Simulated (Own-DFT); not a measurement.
Si12O23 (quartz with two neutral oxygen vacancies, atoms displaced) (calculated)

Computed with Own-DFT development build. A calculation, not a measurement: plane-wave PBE and HSE06 DFT by an unreviewed code, no spin, of a simulated cell at Gamma alone, so results move with cell size and shape, stress positive in tension, energies less offsets, not probed for a lower state with spin; oxygen file: force components 24 meV/angstrom off all-electron in a glass; k mesh not checked against a denser one; forces and stress are PBE's, HSE06 gives the energy alone, and its difference from PBE has offsets of its own; offsets are fitted by least squares, one for each functional and potential file, so energies compare only between cells with the same atoms and settings and are not formation energies; the far tail of each file's local potential was reset to the Coulomb form; each entry is a single point on an unrelaxed cell, so the pressure reflects the starting lattice, mostly measured values (interpolated for alloys), from which strain is counted, and rises with the displacements; printed positions are rounded, which can move forces by about a meV/angstrom; the program, named Own-DFT, is a retired in-house code; no spin-orbit coupling.

Settings shared by all entries: first functional PBE; second functional HSE06; exact exchange share 0.25; screening 0.11 1/bohr; exchange divergence Gygi-Baldereschi; potential files PseudoDojo norm-conserving, scalar-relativistic, made for PBE, standard set; wave cutoff 48 hartree; occupations fixed; k mesh 1 x 1 x 1 centred on Gamma.

(1) Si12O23 (quartz with two neutral oxygen vacancies, atoms displaced)

```cif
# cell vector a (Å): 9.8268 0.0000 0.0000
# cell vector b (Å): -4.9134 8.5103 0.0000
# cell vector c (Å): 0.0000 0.0000 10.8104
data_Si12O23
_symmetry_space_group_name_H-M 'P 1'
_symmetry_Int_Tables_number 1
_cell_length_a 9.8268
_cell_length_b 9.8268
_cell_length_c 10.8104
_cell_angle_alpha 90.000
_cell_angle_beta 90.000
_cell_angle_gamma 120.000
_cell_volume 904.06
loop_
_atom_site_label
_atom_site_type_symbol
_atom_site_fract_x
_atom_site_fract_y
_atom_site_fract_z
_atom_site_occupancy
Si1 Si 0.22838 0.99759 0.99960 1
Si2 Si 0.00571 0.23327 0.33200 1
Si3 Si 0.26813 0.26074 0.16543 1
O1 O 0.43227 0.30203 0.22748 1
O2 O 0.36234 0.06180 0.39487 1
O3 O 0.06149 0.36154 0.44645 1
O4 O 0.13593 0.20321 0.27274 1
O5 O 0.29427 0.43142 0.11980 1
Si4 Si 0.23227 0.99946 0.50159 1
Si5 Si 0.00055 0.23601 0.83031 1
Si6 Si 0.26506 0.26508 0.65937 1
O6 O 0.19771 0.12636 0.56084 1
O7 O 0.42340 0.28966 0.72680 1
O8 O 0.36214 0.06775 0.88741 1
O9 O 0.06066 0.36438 0.94596 1
O10 O 0.13760 0.20174 0.77238 1
O11 O 0.30403 0.42259 0.61405 1
Si7 Si 0.24473 0.50159 0.98987 1
Si8 Si 0.00039 0.73679 0.33332 1
Si9 Si 0.27085 0.77507 0.17152 1
O12 O 0.20253 0.62346 0.06378 1
O13 O 0.42039 0.79390 0.22521 1
O14 O 0.37235 0.58474 0.39412 1
O15 O 0.06934 0.85754 0.43999 1
O16 O 0.13637 0.70385 0.27721 1
Si10 Si 0.22402 0.48807 0.49625 1
Si11 Si 0.00912 0.73983 0.83959 1
Si12 Si 0.26692 0.77357 0.65887 1
O17 O 0.20178 0.62709 0.57136 1
O18 O 0.42275 0.79096 0.72265 1
O19 O 0.37065 0.57667 0.89479 1
O20 O 0.08233 0.86683 0.94152 1
O21 O 0.13410 0.70837 0.77891 1
O22 O 0.29091 0.92067 0.59878 1
Si13 Si 0.73020 0.99690 0.00499 1
Si14 Si 0.50445 0.24085 0.32667 1
Si15 Si 0.75911 0.26032 0.16585 1
O23 O 0.70910 0.12715 0.05968 1
O24 O 0.93007 0.29547 0.22643 1
O25 O 0.86958 0.08033 0.39394 1
O26 O 0.57739 0.36518 0.43890 1
O27 O 0.63142 0.20973 0.27503 1
O28 O 0.78753 0.42561 0.10277 1
Si16 Si 0.73378 0.00042 0.49021 1
Si17 Si 0.50785 0.23192 0.83173 1
Si18 Si 0.76347 0.25776 0.66942 1
O29 O 0.70817 0.13911 0.56257 1
O30 O 0.92442 0.29249 0.72551 1
O31 O 0.85803 0.07279 0.89876 1
O32 O 0.57430 0.37658 0.94694 1
O33 O 0.64220 0.21148 0.77198 1
O34 O 0.79663 0.43095 0.60356 1
Si19 Si 0.74799 0.51026 0.99476 1
Si20 Si 0.50499 0.74127 0.33385 1
Si21 Si 0.77010 0.76896 0.16925 1
O35 O 0.70244 0.63820 0.05528 1
O36 O 0.91913 0.78705 0.23180 1
O37 O 0.87269 0.57661 0.39049 1
O38 O 0.56577 0.86412 0.44423 1
O39 O 0.64063 0.70654 0.28276 1
O40 O 0.79512 0.93306 0.11492 1
Si22 Si 0.73094 0.49950 0.50185 1
Si23 Si 0.49905 0.73625 0.83232 1
Si24 Si 0.77215 0.75881 0.67254 1
O41 O 0.70639 0.62493 0.55230 1
O42 O 0.92785 0.79488 0.72858 1
O43 O 0.86600 0.57416 0.89439 1
O44 O 0.58523 0.86568 0.93454 1
O45 O 0.63472 0.71097 0.78183 1
O46 O 0.78095 0.92725 0.61146 1
```

- PBE energy of cell above offsets: -15.609 eV
- HSE06 less PBE above offsets: 0.332 eV
- PBE pressure: 8.16 GPa
- PBE stress xx: -10.21 GPa
- PBE stress yy: -7.63 GPa
- PBE stress zz: -6.65 GPa
- PBE stress yz: -0.99 GPa
- PBE stress xz: 0.56 GPa
- PBE stress xy: -1.87 GPa

Force:
```csv
element,x (eV/Å),y (eV/Å),z (eV/Å)
Si,4.22,4.506,4.879
Si,-1.821,1.522,-1.163
Si,-0.386,-0.21,-2.747
O,-0.176,0.341,-0.651
O,0.91,2.883,-1.876
O,-0.118,-1.364,-1.075
O,0.32,-0.641,0.802
O,-0.093,-0.243,-2.164
Si,-0.766,-0.902,-2.64
Si,0.432,-1.492,1.907
Si,2.291,-4.515,4.247
O,-0.525,-0.126,-0.693
O,1.68,-0.381,0.386
O,0.453,0.314,0.265
O,2.014,0.465,-1.057
O,-2.048,0.124,0.973
O,-3.864,6.25,-4.947
Si,-5.183,-2.752,7.169
Si,1.827,-2.038,-0.738
Si,-5.136,-1.274,-5.107
O,0.244,1.305,0.035
O,6.075,1.066,2.573
O,-1.886,-3.303,1.797
O,0.184,3.085,2.568
O,-0.888,0.298,0.342
Si,2.839,4.824,2.856
Si,-1.781,-2.224,-2.399
Si,1.135,-4.901,4.768
O,0.783,-2.837,-2.554
O,0.83,0.458,0.826
O,2.448,0.683,-3.239
O,-3.572,-1.875,-0.259
O,2.241,0.515,-1.983
O,-0.787,3.605,-0.321
Si,3.05,-1.483,-1.152
Si,-2.393,-2.122,4.338
Si,1.747,2.052,-0.445
O,-3.461,3.19,2.237
O,-0.815,-0.505,-0.129
O,0.531,-1.23,-0.817
O,-1.279,-1.154,-0.626
O,3.043,-1.124,-1.475
O,1.441,-1.309,1.588
Si,-0.894,0.091,5.029
Si,-3.767,2.24,1.921
Si,0.332,4.724,-3.273
O,0.688,-3.305,-3.43
O,1.927,0.549,0.399
O,2.153,1.788,-2.169
O,0.166,-2.564,-2.66
O,-1.72,-1.463,2.893
O,1.221,-2.015,2.065
Si,-5.778,-2.438,4.675
Si,-0.214,-0.608,-1.722
Si,-2.661,-1.635,-1.461
O,0.994,0.735,0.659
O,1.741,1.44,-0.762
O,-1.52,-2.452,1.495
O,-0.158,1.284,-0.074
O,-0.765,0.534,-0.453
O,0.298,-0.273,0.444
Si,5.687,-2.877,-3.779
Si,-0.471,0.796,-1.587
Si,-6.615,0.416,-3.24
O,-4.269,6.716,4.781
O,3.818,0.498,2.05
O,3.847,3.079,-4.543
O,-2.076,-0.441,0.988
O,2.978,-0.785,-2.247
O,1.299,-1.517,-0.302
```

(2) Si12O23 (quartz with two neutral oxygen vacancies, atoms displaced)

```cif
# cell vector a (Å): 9.8268 0.0000 0.0000
# cell vector b (Å): -4.9134 8.5103 0.0000
# cell vector c (Å): 0.0000 0.0000 10.8104
data_Si12O23
_symmetry_space_group_name_H-M 'P 1'
_symmetry_Int_Tables_number 1
_cell_length_a 9.8268
_cell_length_b 9.8268
_cell_length_c 10.8104
_cell_angle_alpha 90.000
_cell_angle_beta 90.000
_cell_angle_gamma 120.000
_cell_volume 904.06
loop_
_atom_site_label
_atom_site_type_symbol
_atom_site_fract_x
_atom_site_fract_y
_atom_site_fract_z
_atom_site_occupancy
Si1 Si 0.23086 0.99499 0.00272 1
Si2 Si 0.99881 0.23580 0.33099 1
Si3 Si 0.25482 0.26184 0.16345 1
O1 O 0.42200 0.29434 0.22452 1
O2 O 0.36807 0.07242 0.37622 1
O3 O 0.07113 0.36590 0.43854 1
O4 O 0.12864 0.20608 0.27228 1
O5 O 0.29717 0.42963 0.10196 1
Si4 Si 0.23476 0.00683 0.50029 1
Si5 Si 0.00573 0.24259 0.82909 1
Si6 Si 0.26801 0.26612 0.66181 1
O6 O 0.19792 0.13524 0.56153 1
O7 O 0.42378 0.28871 0.72595 1
O8 O 0.36620 0.06247 0.89058 1
O9 O 0.07927 0.36872 0.93741 1
O10 O 0.13199 0.20286 0.76382 1
O11 O 0.29016 0.42700 0.60195 1
Si7 Si 0.23482 0.49663 0.99844 1
Si8 Si 0.00072 0.73398 0.33320 1
Si9 Si 0.26791 0.77055 0.16472 1
O12 O 0.20822 0.62867 0.06061 1
O13 O 0.41994 0.78667 0.22596 1
O14 O 0.36773 0.58306 0.39267 1
O15 O 0.07143 0.86125 0.43856 1
O16 O 0.12672 0.69446 0.26946 1
O17 O 0.28851 0.92837 0.10780 1
Si10 Si 0.23540 0.49952 0.50239 1
Si11 Si 0.00646 0.74479 0.83593 1
Si12 Si 0.25582 0.76675 0.66346 1
O18 O 0.19699 0.63397 0.55717 1
O19 O 0.43122 0.79945 0.72031 1
O20 O 0.38154 0.57769 0.89242 1
O21 O 0.14021 0.71376 0.77351 1
O22 O 0.29206 0.93241 0.60325 1
Si13 Si 0.73333 0.00206 0.99435 1
Si14 Si 0.49712 0.23862 0.33411 1
Si15 Si 0.77048 0.26534 0.17095 1
O23 O 0.70018 0.13045 0.05616 1
O24 O 0.92645 0.29353 0.22552 1
O25 O 0.86638 0.07621 0.39211 1
O26 O 0.56950 0.36414 0.44201 1
O27 O 0.63787 0.20553 0.27638 1
O28 O 0.78396 0.41519 0.10365 1
Si16 Si 0.73261 0.00169 0.50422 1
Si17 Si 0.50850 0.23453 0.82812 1
Si18 Si 0.77234 0.27058 0.67462 1
O29 O 0.70798 0.14103 0.55928 1
O30 O 0.92593 0.28632 0.72451 1
O31 O 0.86474 0.06558 0.89345 1
O32 O 0.57957 0.36551 0.93081 1
O33 O 0.64079 0.19903 0.77528 1
O34 O 0.80662 0.41862 0.60712 1
Si19 Si 0.73517 0.51312 0.99603 1
Si20 Si 0.50714 0.73482 0.33171 1
Si21 Si 0.76650 0.75675 0.16332 1
O35 O 0.69991 0.62651 0.06945 1
O36 O 0.93344 0.80273 0.22640 1
O37 O 0.88704 0.58661 0.39970 1
O38 O 0.57269 0.87211 0.43367 1
O39 O 0.62285 0.70632 0.27582 1
O40 O 0.78780 0.92025 0.11148 1
Si22 Si 0.73652 0.49283 0.49859 1
Si23 Si 0.50665 0.73854 0.82799 1
Si24 Si 0.76066 0.76590 0.67491 1
O41 O 0.70279 0.62478 0.56311 1
O42 O 0.92704 0.78861 0.73404 1
O43 O 0.86564 0.57464 0.89807 1
O44 O 0.57959 0.87324 0.93432 1
O45 O 0.63434 0.71100 0.77730 1
O46 O 0.79322 0.92596 0.61357 1
```

* PBE energy of cell above offsets: -17.675 eV
* HSE06 less PBE above offsets: 0.224 eV
* PBE pressure: 8.05 GPa
* PBE stress xx: -9.21 GPa
* PBE stress yy: -7.07 GPa
* PBE stress zz: -7.86 GPa
* PBE stress yz: 1.04 GPa
* PBE stress xz: 0.4 GPa
* PBE stress xy: 0.43 GPa

Force:
```csv
element,x (eV/Å),y (eV/Å),z (eV/Å)
Si,-2.909,1.806,-3.097
Si,-0.75,-0.106,1.57
Si,2.48,-1.338,-1.639
O,0.073,0.506,0.139
O,-2.615,-2.857,3.759
O,0.417,0.786,0.602
O,0.889,-0.461,-0.138
O,0.962,-1.207,1.308
Si,0.03,-0.984,-3.585
Si,1.42,-4.026,1.54
Si,-0.607,1.423,1.572
O,0.759,-1.858,-2.659
O,1.051,0.353,-0.406
O,0.189,1.489,-0.28
O,-1.265,-1.108,-0.718
O,-1.168,0.219,1.516
O,2.304,-1.03,2.62
Si,1.566,3.601,-1.105
Si,2.161,3.047,-3.206
Si,-0.284,-2.994,0.834
O,-0.78,1.089,-0.122
O,1.435,0.76,0.347
O,-0.771,-2.261,1.605
O,0.725,3.132,1.93
O,0.043,0.816,-0.527
O,1.354,-0.404,1.587
Si,-2.69,2.348,-3.744
Si,2.585,0.175,4.355
Si,4.06,0.91,-1.21
O,0.46,-0.653,-0.063
O,-0.794,-0.576,-0.3
O,-1.505,-1.579,1.037
O,-1.849,-1.167,2.002
O,0.553,0.039,0.813
Si,1.07,-0.121,3.845
Si,2.254,0.007,-3.528
Si,-3.567,-1.609,-2.844
O,0.249,0.994,1.177
O,2.363,0.866,0.186
O,-0.428,-1.147,1.081
O,0.319,1.032,0.968
O,-1.665,0.392,1.138
O,-1.217,2.583,-1.246
Si,0.01,0.294,-1.288
Si,-1.482,-2.682,1.106
Si,-0.245,-4.353,-2.379
O,0.351,-0.6,0.44
O,1.803,1.269,0.184
O,2.383,3.166,-2.412
O,-0.275,1.843,1.135
O,-1.458,-0.341,1.284
O,-3.016,5.131,-3.064
Si,1.612,-6.664,1.96
Si,-8.77,2.358,2.423
Si,-2.33,4.956,5.062
O,-1.354,-1.923,-2.364
O,-0.363,-0.834,-0.207
O,-3.344,-6.337,3.095
O,0.561,1.026,1.49
O,10.44,-1.502,-5.21
O,-0.634,0.701,-1.589
Si,1.473,1.791,1.265
Si,-5.475,1.344,1.633
Si,3.349,-1.132,-3.159
O,0.248,0.707,1.117
O,-3.294,1.037,-2.986
O,2.198,2.433,-2.448
O,-1.646,-2.023,-1.052
O,3.021,-1.544,-0.191
O,-0.666,0.993,-0.962
```

(3) Si12O23 (quartz with two neutral oxygen vacancies, atoms displaced)

```cif
# cell vector a (Å): 9.8268 0.0000 0.0000
# cell vector b (Å): -4.9134 8.5103 0.0000
# cell vector c (Å): 0.0000 0.0000 10.8104
data_Si12O23
_symmetry_space_group_name_H-M 'P 1'
_symmetry_Int_Tables_number 1
_cell_length_a 9.8268
_cell_length_b 9.8268
_cell_length_c 10.8104
_cell_angle_alpha 90.000
_cell_angle_beta 90.000
_cell_angle_gamma 120.000
_cell_volume 904.06
loop_
_atom_site_label
_atom_site_type_symbol
_atom_site_fract_x
_atom_site_fract_y
_atom_site_fract_z
_atom_site_occupancy
Si1 Si 0.23812 0.99873 0.00052 1
Si2 Si 0.99429 0.22395 0.33641 1
Si3 Si 0.26375 0.26475 0.16727 1
O1 O 0.21288 0.14199 0.06467 1
O2 O 0.41944 0.28582 0.23069 1
O3 O 0.36693 0.06637 0.39067 1
O4 O 0.07535 0.36127 0.43624 1
O5 O 0.30174 0.43109 0.10811 1
Si4 Si 0.23039 0.99807 0.50106 1
Si5 Si 0.00428 0.22898 0.83029 1
Si6 Si 0.27010 0.27730 0.66247 1
O6 O 0.20303 0.13920 0.55326 1
O7 O 0.43090 0.29579 0.73308 1
O8 O 0.36494 0.07191 0.88696 1
O9 O 0.07612 0.36780 0.93697 1
O10 O 0.13209 0.20654 0.76660 1
O11 O 0.29706 0.42313 0.60690 1
Si7 Si 0.23549 0.49737 0.00542 1
Si8 Si 0.99764 0.73309 0.32421 1
Si9 Si 0.26284 0.75749 0.16061 1
O12 O 0.20600 0.62858 0.06768 1
O13 O 0.43514 0.79842 0.22723 1
O14 O 0.35887 0.56779 0.38527 1
O15 O 0.07063 0.86105 0.43795 1
O16 O 0.13852 0.70958 0.26998 1
O17 O 0.29912 0.94052 0.11001 1
Si10 Si 0.24277 0.50332 0.50021 1
Si11 Si 0.00160 0.73758 0.83337 1
Si12 Si 0.25904 0.75813 0.66048 1
O18 O 0.20803 0.62661 0.55793 1
O19 O 0.42379 0.79426 0.72047 1
O20 O 0.36240 0.56757 0.89568 1
O21 O 0.07461 0.85923 0.93630 1
O22 O 0.13498 0.70352 0.77676 1
O23 O 0.28524 0.91647 0.60827 1
Si13 Si 0.72746 0.99834 0.00312 1
Si14 Si 0.49143 0.23079 0.33769 1
Si15 Si 0.76286 0.26410 0.16854 1
O24 O 0.71201 0.14325 0.05601 1
O25 O 0.93283 0.30346 0.23066 1
O26 O 0.56967 0.36117 0.44006 1
O27 O 0.62826 0.21032 0.27696 1
O28 O 0.79434 0.43317 0.10545 1
Si16 Si 0.73004 0.00113 0.50249 1
Si17 Si 0.49653 0.23077 0.83096 1
Si18 Si 0.75649 0.25148 0.66035 1
O29 O 0.70987 0.13823 0.56031 1
O30 O 0.92790 0.29375 0.72637 1
O31 O 0.86867 0.07405 0.89753 1
O32 O 0.57506 0.36303 0.93596 1
O33 O 0.62961 0.20754 0.77426 1
O34 O 0.80467 0.42947 0.60684 1
Si19 Si 0.72963 0.48411 0.00011 1
Si20 Si 0.51046 0.74175 0.32883 1
Si21 Si 0.75721 0.76857 0.16905 1
O35 O 0.70418 0.62933 0.06546 1
O36 O 0.91362 0.78531 0.22751 1
O37 O 0.85976 0.57171 0.38352 1
O38 O 0.55455 0.85334 0.44046 1
O39 O 0.62581 0.69579 0.26890 1
O40 O 0.79280 0.92701 0.11152 1
Si22 Si 0.73413 0.50930 0.49750 1
Si23 Si 0.49923 0.73483 0.83651 1
Si24 Si 0.76640 0.75849 0.66409 1
O41 O 0.70844 0.63194 0.56075 1
O42 O 0.94254 0.80287 0.72612 1
O43 O 0.86811 0.56563 0.89473 1
O44 O 0.57434 0.86419 0.94440 1
O45 O 0.63832 0.70258 0.76743 1
O46 O 0.79713 0.92859 0.60601 1
```

* PBE energy of cell above offsets: -17.370 eV
* HSE06 less PBE above offsets: 0.292 eV
* PBE pressure: 7.67 GPa
* PBE stress xx: -4.52 GPa
* PBE stress yy: -8.69 GPa
* PBE stress zz: -9.8 GPa
* PBE stress yz: -3.08 GPa
* PBE stress xz: -0.6 GPa
* PBE stress xy: 3.06 GPa

Force:
```csv
element,x (eV/Å),y (eV/Å),z (eV/Å)
Si,-2.224,1.348,-1.689
Si,0.879,-1.35,-0.989
Si,-2.404,1.399,3.629
O,0.68,-4.035,-3.954
O,-0.202,0.765,-0.3
O,-1.248,-1.871,1.818
O,0.872,1.555,2.043
O,0.425,0.18,0.708
Si,0.377,0.052,-0.516
Si,-3.653,1.723,1.107
Si,3.769,-7.887,3.59
O,0.951,-0.268,0.29
O,-3.844,1.114,-3.633
O,-0.966,-1.979,1.461
O,0.248,-0.219,0.395
O,2.537,-0.475,-0.764
O,-2.224,7.211,-3.122
Si,-0.743,-1.286,-1.584
Si,0.823,-0.064,1.613
Si,0.976,6.389,4.274
O,-0.116,-2.849,-3.63
O,-2.38,0.366,-2.609
O,1.453,1.469,-0.686
O,-0.2,0.084,-0.099
O,-1.07,-0.277,0.564
O,2.036,-3.147,1.686
Si,-0.249,-3.031,-2.541
Si,0.955,-4.97,-0.728
Si,-0.227,-1.103,3.057
O,-1.527,0.858,0.318
O,2.525,-0.422,2.01
O,1.09,1.841,-1.148
O,0.685,3.895,3.976
O,0.575,-0.138,-0.773
O,-1.394,2.872,-1.717
Si,3.176,2.355,0.153
Si,0.965,0.382,-0.88
Si,-0.035,2.168,1.49
O,-0.391,-1.042,-0.239
O,-1.387,-0.725,-0.663
O,0.051,2.258,2.102
O,2.048,-0.201,-1.473
O,3.256,-3.254,4.304
Si,1.76,-1.281,-3.171
Si,0.978,0.574,1.412
Si,0.205,8.606,7.446
O,-0.79,-5.33,-5.215
O,-0.64,-1.052,-0.297
O,-0.475,-1.174,0.53
O,-1.472,-1.156,0.276
O,2.564,-0.864,-1.648
O,-1.783,0.177,-1.489
Si,-1.984,6.027,-2.029
Si,-3.035,-4.156,0.442
Si,2.93,-3.424,-2.463
O,0.177,-0.666,-1.12
O,0.605,1.48,-0.488
O,-0.184,-0.324,0.652
O,1.618,3.869,3.588
O,0.114,-0.632,1.584
O,-1.647,2.659,-1.181
Si,4.569,-5.91,-1.216
Si,0.196,-1.305,-2.722
Si,1.766,4.125,1.504
O,-2.153,1.273,-0.201
O,-3.226,-0.094,-2.458
O,-0.191,1.146,-0.605
O,-1.446,-1.289,-0.751
O,-3.251,-0.265,2.669
O,-0.073,-0.706,0.103
```
